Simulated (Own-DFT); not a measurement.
## Calculated data, GaP (zincblende, strongly disordered by large displacements), InAs (zincblende, strongly disordered by large displacements)

Computed with Own-DFT development build. A calculation, not a measurement: plane-wave PBE density functional theory by an unreviewed code, no spin, of a simulated periodic cell, stress positive in tension, free energy of the whole cell less one offset for each atom, forces on such cells passed a denser k mesh, this cell's mesh not checked; broken bonds can close the gap or carry spin, so checks made on this kind of crystal may not hold here; offsets are fitted by least squares, one for each functional and potential file, so energies compare only between cells with the same atoms and settings and are not formation energies; the far tail of each file's local potential was reset to the Coulomb form; each entry is a single point on an unrelaxed cell, so the pressure reflects the starting lattice, mostly measured values (interpolated for alloys), from which strain is counted, and rises with the displacements; printed positions are rounded, which can move forces by about a meV/angstrom; the program, named Own-DFT, is a retired in-house code; no spin-orbit coupling.

Settings shared by all entries: functional PBE; potential files PseudoDojo norm-conserving, scalar-relativistic, standard set; wave cutoff 42 hartree; occupations Fermi-Dirac; smearing width 0.1 eV; k mesh 3 x 3 x 3 centred on Gamma.

(1) GaP (zincblende, strongly disordered by large displacements)

```
GaP
1.0
     10.9010     0.0000     0.0000
      0.0000    10.9010     0.0000
      0.0000     0.0000    10.9010
Ga P Ga P Ga P Ga P Ga P Ga P Ga P Ga P
4 4 4 4 4 4 4 4 4 4 4 4 4 4 4 4
Direct
  0.98854 0.00912 0.98463
  0.03857 0.24592 0.25872
  0.28057 0.99460 0.25860
  0.25906 0.20732 0.99520
  0.10833 0.13713 0.12325
  0.10154 0.37914 0.38846
  0.37467 0.10652 0.41404
  0.34772 0.40665 0.10203
  0.98265 0.00915 0.52115
  0.98696 0.23998 0.72938
  0.26215 0.99534 0.75352
  0.25024 0.23408 0.48779
  0.11046 0.16728 0.61642
  0.15144 0.34926 0.88730
  0.38004 0.13009 0.88252
  0.37897 0.36177 0.63629
  0.99302 0.47171 0.98793
  0.97654 0.73923 0.23400
  0.25092 0.50250 0.24537
  0.25147 0.72632 0.99209
  0.11844 0.59798 0.11199
  0.11532 0.86831 0.39323
  0.37756 0.62892 0.38358
  0.40361 0.89896 0.11587
  0.99892 0.49837 0.48094
  0.03025 0.78010 0.73034
  0.25554 0.52672 0.77397
  0.26340 0.74347 0.52858
  0.13132 0.60091 0.58284
  0.15184 0.85801 0.86683
  0.36287 0.62970 0.89007
  0.36892 0.85644 0.62554
  0.51131 0.98143 0.99382
  0.51471 0.25494 0.24896
  0.75638 0.01093 0.22383
  0.75982 0.28426 0.00327
  0.65972 0.10966 0.09575
  0.63794 0.38415 0.40761
  0.84336 0.11891 0.35514
  0.90326 0.38056 0.13496
  0.47911 0.98598 0.50269
  0.49436 0.23470 0.75343
  0.75318 0.01562 0.72509
  0.72292 0.24185 0.50175
  0.61393 0.13678 0.63370
  0.63375 0.35605 0.87623
  0.84697 0.11634 0.88002
  0.84934 0.37247 0.65848
  0.48284 0.51308 0.00026
  0.51045 0.72881 0.25768
  0.73920 0.48731 0.29624
  0.74109 0.73335 0.02547
  0.63761 0.58856 0.14698
  0.63790 0.87862 0.38647
  0.89166 0.62990 0.36997
  0.84051 0.87424 0.11966
  0.47081 0.48693 0.46764
  0.53611 0.75104 0.74390
  0.74908 0.49590 0.77442
  0.75212 0.74764 0.50844
  0.64621 0.62381 0.63313
  0.62686 0.85783 0.89844
  0.85941 0.61472 0.86970
  0.87098 0.86127 0.64926
```

| Quantity | Value |
| --- | --- |
| hardware | one NVIDIA H100 |
| free energy of cell above offsets | -1.889 eV |
| pressure | 10.14 GPa |
| stress xx | -9.84 GPa |
| stress yy | -10.09 GPa |
| stress zz | -10.48 GPa |
| stress yz | -0.7 GPa |
| stress xz | 1.61 GPa |
| stress xy | 1.73 GPa |
| wall time | 609.9 s |

Force:
```csv
element,x (eV/Å),y (eV/Å),z (eV/Å)
Ga,0.46,-1.424,0.751
Ga,-4.209,0.994,1.126
Ga,-2.226,-0.35,0.141
Ga,-3.291,3.624,3.767
P,2.703,-4.113,-2.162
P,5.933,-3.008,-2.448
P,-0.919,3.027,-5.435
P,0.763,-4.34,0.745
Ga,0.254,-0.172,-1.388
Ga,-2.542,2.13,5.149
Ga,-0.317,1.089,-0.636
Ga,-0.893,3.47,1.365
P,2.704,-5.23,-1.756
P,-2.026,1.567,-1.9
P,3.27,-4.369,-2.493
P,-1.088,1.692,-1.256
Ga,1.31,1.344,-2.262
Ga,2.468,1.971,-1.793
Ga,-1.27,0.757,2.11
Ga,-3.469,3.587,5.171
P,-0.545,2.511,0.456
P,0.706,0.209,-0.96
P,-2.428,1.822,-1.942
P,-4.039,-4.684,4.249
Ga,-4.651,1.128,3.289
Ga,-0.013,-3.319,-0.327
Ga,-2.82,-4.347,-3.471
Ga,-3.48,-1.952,-4.477
P,1.134,1.55,4.911
P,-1.171,2.113,1.682
P,6.677,0.151,-3.622
P,3.869,3.21,3.935
Ga,1.705,4.424,-2.345
Ga,-0.16,-0.206,-0.54
Ga,-1.436,-1.946,2.984
Ga,1.963,-1.766,2.267
P,-3.606,3.356,-1.573
P,-4.473,-1.491,0.253
P,3.42,2.47,3.703
P,-2.646,-1.473,2.401
Ga,4.626,-3.155,2.505
Ga,0.201,2.288,0.959
Ga,-0.271,-1.05,1.446
Ga,3.196,-1.36,0.969
P,-0.413,-3.367,-1.489
P,-3.747,1.997,-0.774
P,1.285,1.467,-0.812
P,1.486,-0.776,-4.061
Ga,3.261,-1.264,0.252
Ga,1.02,1.651,-0.485
Ga,4.65,2.718,-3.86
Ga,-0.385,-2.22,-1.643
P,-1.534,1.232,-1.162
P,-1.148,0.016,-0.933
P,-3.429,-0.872,1.91
P,4.807,-1.149,-0.528
Ga,1.591,-2.248,3.796
Ga,-1.807,0.446,0.773
Ga,-2.851,-0.497,-1.22
Ga,1.017,0.086,-0.737
P,-1.31,-1.852,-0.932
P,1.355,-0.627,-2.673
P,3.714,2.95,2.872
P,-0.938,1.58,-1.839
```

(2) InAs (zincblende, strongly disordered by large displacements)

```
InAs
1.0
     12.1166     0.0000     0.0000
      0.0000    12.1166     0.0000
      0.0000     0.0000    12.1166
In As In As In As In As In As In As In As In As
4 4 4 4 4 4 4 4 4 4 4 4 4 4 4 4
Direct
  0.99123 0.01501 0.98892
  0.01306 0.23462 0.26805
  0.22020 0.98730 0.24835
  0.27756 0.24825 0.00145
  0.06789 0.12819 0.14868
  0.13468 0.38323 0.40700
  0.37291 0.13035 0.38918
  0.39208 0.36929 0.14439
  0.97974 0.02062 0.50900
  0.99689 0.25742 0.78804
  0.25411 0.00230 0.73437
  0.22621 0.25723 0.49259
  0.14658 0.13651 0.63670
  0.11663 0.38070 0.89422
  0.36658 0.11834 0.85170
  0.34822 0.36748 0.61936
  0.99524 0.51352 0.00253
  0.99196 0.76835 0.25283
  0.26496 0.51197 0.23171
  0.25850 0.75890 0.99320
  0.12244 0.62021 0.10842
  0.14120 0.86580 0.38656
  0.37774 0.62746 0.32780
  0.37003 0.85593 0.14286
  0.97964 0.49525 0.50239
  0.00028 0.74704 0.74877
  0.24789 0.50410 0.77046
  0.24948 0.74683 0.49566
  0.11288 0.62753 0.65011
  0.11992 0.88748 0.88526
  0.39594 0.65226 0.88003
  0.38520 0.84598 0.63682
  0.50746 0.00264 0.00291
  0.52088 0.23221 0.27641
  0.76284 0.00118 0.26998
  0.73998 0.24097 0.98810
  0.62368 0.11825 0.13198
  0.63308 0.37851 0.38354
  0.86600 0.14750 0.38814
  0.87167 0.35463 0.12817
  0.52038 0.02457 0.54472
  0.51525 0.24464 0.73102
  0.76488 0.00389 0.74638
  0.74132 0.28222 0.48970
  0.63432 0.10505 0.63467
  0.63222 0.36171 0.85796
  0.88533 0.11760 0.90783
  0.85901 0.36595 0.60434
  0.49604 0.48270 0.00743
  0.49830 0.73665 0.24798
  0.74099 0.48413 0.23177
  0.75148 0.74739 0.01602
  0.62323 0.61548 0.12033
  0.63689 0.85163 0.39447
  0.89110 0.63882 0.40037
  0.86156 0.89519 0.14127
  0.50156 0.49190 0.51283
  0.50162 0.74313 0.76366
  0.76799 0.48130 0.74254
  0.74920 0.75162 0.49843
  0.62470 0.62924 0.62035
  0.62466 0.87330 0.86632
  0.86442 0.64187 0.84650
  0.87073 0.90925 0.65461
```

| Property | Result |
| --- | --- |
| hardware | one NVIDIA H200 |
| free energy of cell above offsets | -0.318 eV |
| pressure | 9.41 GPa |
| stress xx | -9.74 GPa |
| stress yy | -9.51 GPa |
| stress zz | -8.98 GPa |
| stress yz | -0.43 GPa |
| stress xz | -1.14 GPa |
| stress xy | 1.72 GPa |
| wall time | 1273 s |

Force:
```csv
element,x (eV/Å),y (eV/Å),z (eV/Å)
In,6.544,-7.554,5.882
In,-3.025,8.169,7.331
In,1.398,1.557,-0.975
In,-1.056,-0.055,0.098
As,6.106,-6.868,-7.413
As,-3.715,4.91,-5.319
As,-0.138,-1.124,0.201
As,-0.31,-1.478,0.04
In,1.824,-0.447,0.686
In,-0.184,-0.999,-2.208
In,-0.16,-3.189,0.148
In,3.906,-4.935,2.125
As,-3.283,0.446,-0.308
As,1.698,0.171,0.61
As,2.199,1.166,2.094
As,2.092,1.035,1.333
In,-2.518,-0.925,-0.9
In,0.916,-0.917,0.131
In,-3.342,-2.282,-1.182
In,-1.089,0.1,0.441
As,0.982,1.997,1.688
As,-3.461,1.436,-0.085
As,-1.654,-1.594,6.854
As,-0.136,2.543,-1.13
In,2.086,0.023,0.912
In,-0.261,3.806,0.819
In,0.584,0.314,-0.229
In,1.563,-2.273,1.571
As,2.162,-2.081,-2.946
As,0.565,-0.493,-0.943
As,-3.398,-5.207,3.494
As,-1.086,2.338,-1.634
In,-1.467,-0.994,-0.559
In,-0.786,0.272,-0.292
In,-2.404,0.921,1.792
In,-0.133,0.194,1.604
As,0.965,0.134,0.175
As,-4.174,3.296,-3.583
As,-0.431,-0.597,-0.179
As,0.558,0.606,-0.451
In,-9.736,-7.58,-8.062
In,-2.109,0.479,0.15
In,-5.71,4.851,7.644
In,0.313,-5.847,1.434
As,8.206,7.74,4.913
As,-0.637,1.177,0.773
As,-7.572,6.529,-6.931
As,3.954,0.272,4.132
In,0.573,0.823,-1.64
In,4.908,3.348,-1.344
In,1.094,0.549,0.751
In,0.014,0.633,-1.106
As,-0.097,0.167,-0.072
As,-3.932,4.351,-3.564
As,-0.871,0.418,-2.453
As,1.826,-1.831,-2.77
In,-1.23,0.443,-0.387
In,3.947,1.395,-3.416
In,-1.343,1.689,0.288
In,3.111,-1.937,3.533
As,0.244,-0.799,1.101
As,1.214,0.882,1.367
As,-1.17,-1.513,2.698
As,7.068,-7.664,-6.736
```

(3) GaP (zincblende, strongly disordered by large displacements)

```
GaP
1.0
     10.9010     0.0000     0.0000
      0.0000    10.9010     0.0000
      0.0000     0.0000    10.9010
Ga P Ga P Ga P Ga P Ga P Ga P Ga P Ga P
4 4 4 4 4 4 4 4 4 4 4 4 4 4 4 4
Direct
  0.96467 0.05688 0.01429
  0.95910 0.22235 0.21492
  0.16775 0.00626 0.25191
  0.23545 0.24480 0.98829
  0.08146 0.10239 0.13420
  0.12331 0.36423 0.43583
  0.34987 0.10632 0.36514
  0.44118 0.36554 0.11759
  0.00272 0.98584 0.51401
  0.05024 0.25970 0.70304
  0.25899 0.98235 0.77241
  0.21068 0.20181 0.48651
  0.12469 0.11194 0.64675
  0.04562 0.34782 0.85375
  0.39832 0.15710 0.88072
  0.32960 0.46265 0.60184
  0.96471 0.50654 0.00001
  0.98885 0.75510 0.26430
  0.26351 0.50238 0.25267
  0.24215 0.78114 0.04670
  0.12613 0.68394 0.13408
  0.14472 0.90435 0.39003
  0.34753 0.61505 0.35585
  0.36745 0.87976 0.11150
  0.96280 0.54545 0.53980
  0.99140 0.72353 0.79342
  0.26434 0.46820 0.76901
  0.26621 0.76707 0.48532
  0.12558 0.57408 0.59928
  0.09151 0.90506 0.85980
  0.35474 0.63075 0.88583
  0.39486 0.90273 0.68130
  0.53086 0.98907 0.00560
  0.50227 0.24880 0.22842
  0.69389 0.02257 0.23120
  0.77033 0.23948 0.00089
  0.62471 0.11914 0.10300
  0.61146 0.43923 0.34423
  0.83116 0.11749 0.38657
  0.91135 0.39125 0.16393
  0.51482 0.95960 0.46437
  0.38408 0.27780 0.74957
  0.74038 0.04314 0.82180
  0.79702 0.26958 0.46562
  0.57098 0.10819 0.61582
  0.58619 0.39638 0.84453
  0.89556 0.14471 0.85293
  0.85999 0.37864 0.58497
  0.47979 0.50848 0.02472
  0.58262 0.73032 0.27793
  0.76853 0.44107 0.26761
  0.71722 0.72991 0.97523
  0.64366 0.63990 0.11984
  0.59785 0.80820 0.43735
  0.88954 0.64009 0.35064
  0.92142 0.86659 0.09837
  0.52974 0.56794 0.47784
  0.55370 0.71527 0.77981
  0.75049 0.48991 0.76381
  0.76145 0.70613 0.54410
  0.61152 0.56527 0.64301
  0.61155 0.88381 0.89179
  0.89324 0.60465 0.87573
  0.88330 0.91249 0.61841
```

| Property | Result |
| --- | --- |
| hardware | one NVIDIA H100 |
| free energy of cell above offsets | 45.162 eV |
| pressure | 20.22 GPa |
| stress xx | -15.54 GPa |
| stress yy | -21.75 GPa |
| stress zz | -23.39 GPa |
| stress yz | 1.98 GPa |
| stress xz | 1.1 GPa |
| stress xy | 0.06 GPa |
| wall time | 614.4 s |

Force:
```csv
element,x (eV/Å),y (eV/Å),z (eV/Å)
Ga,-4.556,-4.703,-4.988
Ga,-0.736,-2.64,4.339
Ga,7.11,0.51,-1.666
Ga,-0.558,0.454,0.704
P,5.349,6.074,-1.33
P,-0.88,2.682,-1.985
P,1.667,-0.265,-1.195
P,-7.7,0.212,-1.565
Ga,4.072,3.281,-4.07
Ga,-4.048,3.263,-4.612
Ga,-2.956,2.987,2.382
Ga,2.021,-1.086,-0.197
P,3.417,-6.924,-2.164
P,2.077,4.665,8.296
P,-0.41,-5.71,4.421
P,2.452,-1.364,-6.584
Ga,4.823,-4.273,5.803
Ga,4.148,6.069,-2.353
Ga,-4.589,-5.854,-4.888
Ga,-0.833,-0.495,-8.576
P,-4.56,-7.521,2.823
P,-2.402,-5.656,5.621
P,5.385,6.135,4.936
P,6.728,6.062,4.12
Ga,-5.97,-0.011,-3.837
Ga,5.644,6.644,-5.235
Ga,-3.402,1.716,6.761
Ga,0.542,-0.81,1.682
P,7.435,2.91,3.482
P,-0.413,-1.232,1.578
P,0.379,0.194,0.759
P,4.696,-3.21,-4.265
Ga,-7.547,1.804,3.274
Ga,2.213,-5.998,7.209
Ga,4.546,-5.386,6.783
Ga,-0.691,1.884,-0.472
P,-1.113,7.186,-3.396
P,-5.863,-2.651,2.474
P,2.177,-6.763,-4.682
P,1.588,2.482,-4.116
Ga,-4.536,8.183,1.75
Ga,1.381,3.678,-5.699
Ga,-3.794,-2.725,-2.895
Ga,-5.122,1.722,-1.778
P,0.042,-0.159,0.874
P,-0.175,-0.917,1.372
P,1.673,2.74,-0.668
P,2.435,3.553,7.458
Ga,2.38,6.963,-5.083
Ga,-2.048,-1.295,-4.541
Ga,2.88,3.118,-0.471
Ga,3.514,1.807,-1.944
P,-1.019,-4.427,1.103
P,4.2,-3.913,3.749
P,-5.457,-5.984,4.905
P,-2.484,-0.196,-0.363
Ga,-3.536,0.535,-3.734
Ga,-2.625,-0.123,0.025
Ga,1.74,-1.832,0.301
Ga,1.481,1.334,-0.34
P,1.149,1.371,3.23
P,4.569,-3.431,-6.182
P,-9.377,0.169,-2.184
P,-6.513,-4.837,5.846
```
